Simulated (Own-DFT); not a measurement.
## Calculated data, AlGa2N3 (wurtzite random alloy, atoms displaced)

Computed with Own-DFT development build. A calculation, not a measurement: plane-wave PBE density functional theory by an unreviewed code, no spin, of a simulated periodic cell, stress positive in tension, free energy of the whole cell less one offset for each atom, forces on such cells passed a denser k mesh, this cell's mesh not checked; offsets are fitted by least squares, one for each functional and potential file, so energies compare only between cells with the same atoms and settings and are not formation energies; the far tail of each file's local potential was reset to the Coulomb form; each entry is a single point on an unrelaxed cell, so the pressure reflects the starting lattice, mostly measured values, from which strain is counted, and rises with the displacements; printed positions are rounded, which can move forces by about a meV/angstrom; the program is a retired in-house code; no spin-orbit coupling.

Entry: AlGa2N3 (wurtzite random alloy, atoms displaced)

```
CELL_PARAMETERS angstrom
9.49000 0.00000 0.00000
-4.74500 8.21860 0.00000
0.00000 0.00000 10.23470
ATOMIC_POSITIONS crystal
Ga 0.08923 0.21631 0.99402
Ga 0.22504 0.12171 0.25851
N 0.11335 0.21814 0.18745
N 0.21731 0.11052 0.44740
Ga 0.09612 0.21813 0.50274
Ga 0.22700 0.12310 0.74915
N 0.10256 0.23132 0.67737
N 0.20912 0.10755 0.92966
Ga 0.09751 0.55132 0.99093
Ga 0.21160 0.44337 0.24221
N 0.12179 0.56605 0.19692
N 0.21897 0.44566 0.43533
Ga 0.12025 0.54212 0.50388
Al 0.20092 0.43820 0.74499
N 0.10266 0.53670 0.68063
N 0.21169 0.45107 0.93668
Ga 0.11065 0.90871 0.00134
Al 0.22561 0.78510 0.24042
N 0.09068 0.86982 0.18788
N 0.22321 0.78159 0.43006
Al 0.10860 0.87457 0.48655
Al 0.20993 0.76270 0.75243
N 0.12564 0.88348 0.69485
N 0.22022 0.78460 0.94176
Al 0.45171 0.25481 0.99748
Ga 0.53839 0.10145 0.25527
N 0.42211 0.21001 0.18882
N 0.55479 0.12136 0.45147
Ga 0.44866 0.21628 0.49247
Ga 0.56007 0.10812 0.76145
N 0.44922 0.22791 0.69518
N 0.55429 0.10878 0.91592
Ga 0.43071 0.54419 0.99541
Al 0.55182 0.44461 0.25193
N 0.43600 0.55043 0.19149
N 0.55744 0.43888 0.44545
Ga 0.44985 0.54748 0.51084
Ga 0.55377 0.42962 0.75628
N 0.44737 0.55534 0.67356
N 0.55307 0.44415 0.93939
Ga 0.44522 0.90384 0.99353
Al 0.54971 0.78640 0.25841
N 0.44507 0.90139 0.19969
N 0.54296 0.78188 0.43057
Ga 0.43810 0.88223 0.50555
Ga 0.55833 0.78280 0.75364
N 0.44149 0.89463 0.68879
N 0.55073 0.78749 0.94600
Ga 0.78084 0.22588 0.00109
Al 0.89489 0.11790 0.25528
N 0.80035 0.23918 0.19294
N 0.88914 0.10313 0.45084
Ga 0.76552 0.22835 0.49964
Ga 0.87562 0.10959 0.74664
N 0.80015 0.23724 0.68797
N 0.89040 0.12491 0.94084
Al 0.78855 0.55877 0.99420
Ga 0.86781 0.43816 0.25731
N 0.76412 0.55204 0.19382
N 0.90415 0.45608 0.43696
Ga 0.77419 0.55023 0.49100
Ga 0.89550 0.45679 0.75240
N 0.77549 0.55694 0.70214
N 0.88483 0.43556 0.93562
Al 0.79230 0.88948 0.99344
Ga 0.90340 0.78911 0.23433
N 0.78514 0.88634 0.17669
N 0.89702 0.78543 0.45031
Al 0.77585 0.89717 0.49949
Al 0.90074 0.77164 0.74893
N 0.79336 0.88634 0.68213
N 0.89049 0.76651 0.95420
```

* functional: PBE
* potential files: PseudoDojo norm-conserving, scalar-relativistic, standard set
* wave cutoff: 42 hartree
* occupations: Fermi-Dirac
* smearing width: 0.05 eV
* k mesh: 4 x 4 x 3 centred on Gamma

**Q.** Give the missing stress xx for AlGa2N3 (wurtzite random alloy, atoms displaced).
**A.** -13.23 GPa

**Q.** Give the table of force values for AlGa2N3 (wurtzite random alloy, atoms displaced).
**A.** 
Force:
```
element  x (eV/Å)  y (eV/Å)  z (eV/Å)
     Ga     4.265     2.372     1.634
     Ga    -1.939     -2.37     0.897
      N    -2.025    -0.039    -0.252
      N     0.624    -0.862    -0.413
     Ga     2.636     1.356    -1.515
     Ga    -0.446    -1.302    -1.985
      N      1.33    -0.695     3.843
      N     0.642     3.589     1.452
     Ga     1.059     2.379     3.132
     Ga     1.207    -0.142     1.153
      N    -2.549     0.138    -2.114
      N     3.142    -1.851     -0.75
     Ga    -2.676     2.771    -1.931
     Al     3.543    -0.225     0.874
      N    -0.696     3.611     2.229
      N     1.265    -1.574    -1.815
     Ga     1.829    -2.537     0.497
     Al    -0.702    -1.246     1.056
      N     8.453     5.075    -1.852
      N     0.461    -0.594    -0.033
     Al     0.024      1.93      2.25
     Al     1.664     1.267     0.028
      N     -2.27     0.044    -1.275
      N    -0.374    -0.666    -0.845
     Al    -0.224    -7.177     1.631
     Ga     0.871     3.735       0.8
      N     3.518     3.002    -1.875
      N     2.599     -3.44    -2.837
     Ga    -4.942     1.556     3.035
     Ga    -0.138     0.985    -11.33
      N     0.332    -2.388     -1.58
      N    -0.871     2.496     12.84
     Ga    -0.357     2.397     1.307
     Al     -1.17     0.058     0.161
      N     1.192     1.002    -0.122
      N    -0.601     0.004    -2.407
     Ga    -1.364     0.401    -6.456
     Ga    -0.869     3.168    -1.332
      N    -1.212    -0.042     8.212
      N     1.094     3.781    -0.068
     Ga    -0.174    -1.336     1.288
     Al     1.357    -1.214    -3.246
      N     0.692    -2.917    -2.383
      N     2.988    -0.151     2.058
     Ga     -1.09     0.628    -0.385
     Ga     0.283    -0.685    -0.661
      N     0.298    -1.694     0.878
      N     2.437    -0.851    -0.672
     Ga    -1.557    -1.033     0.925
     Al     0.388    -1.267    -0.225
      N    -1.075    -3.581    -0.726
      N    -3.271     0.666    -3.405
     Ga     3.221     0.904     0.874
     Ga     2.582     -0.87     0.117
      N    -3.498    -0.291    -0.548
      N    -1.751    -4.357    -1.884
     Al    -1.253    -1.918     1.798
     Ga     1.774     3.019    -0.613
      N     0.313    -0.294     -1.66
      N    -1.305    -1.405     1.192
     Ga     1.123     2.145     1.504
     Ga    -0.715    -1.562    -1.084
      N     0.397     0.141    -1.094
      N    -1.878     1.437     0.549
     Al    -2.607    -0.137     0.593
     Ga    -7.205    -4.386     4.202
      N    -2.572     1.708     1.426
      N    -2.102    -0.883    -1.365
     Al     0.847    -2.825    -0.065
     Al    -0.608     1.421    -0.237
      N    -1.179    -0.131     1.599
      N    -1.185     1.753    -3.008
```

Further results for AlGa2N3 (wurtzite random alloy, atoms displaced):

* free energy of cell above offsets: 14.443 eV
* pressure: 12.17 GPa
* stress yy: -10.64 GPa
* stress zz: -12.65 GPa
* stress yz: 0.06 GPa
* stress xz: 0.66 GPa
* stress xy: 0.64 GPa
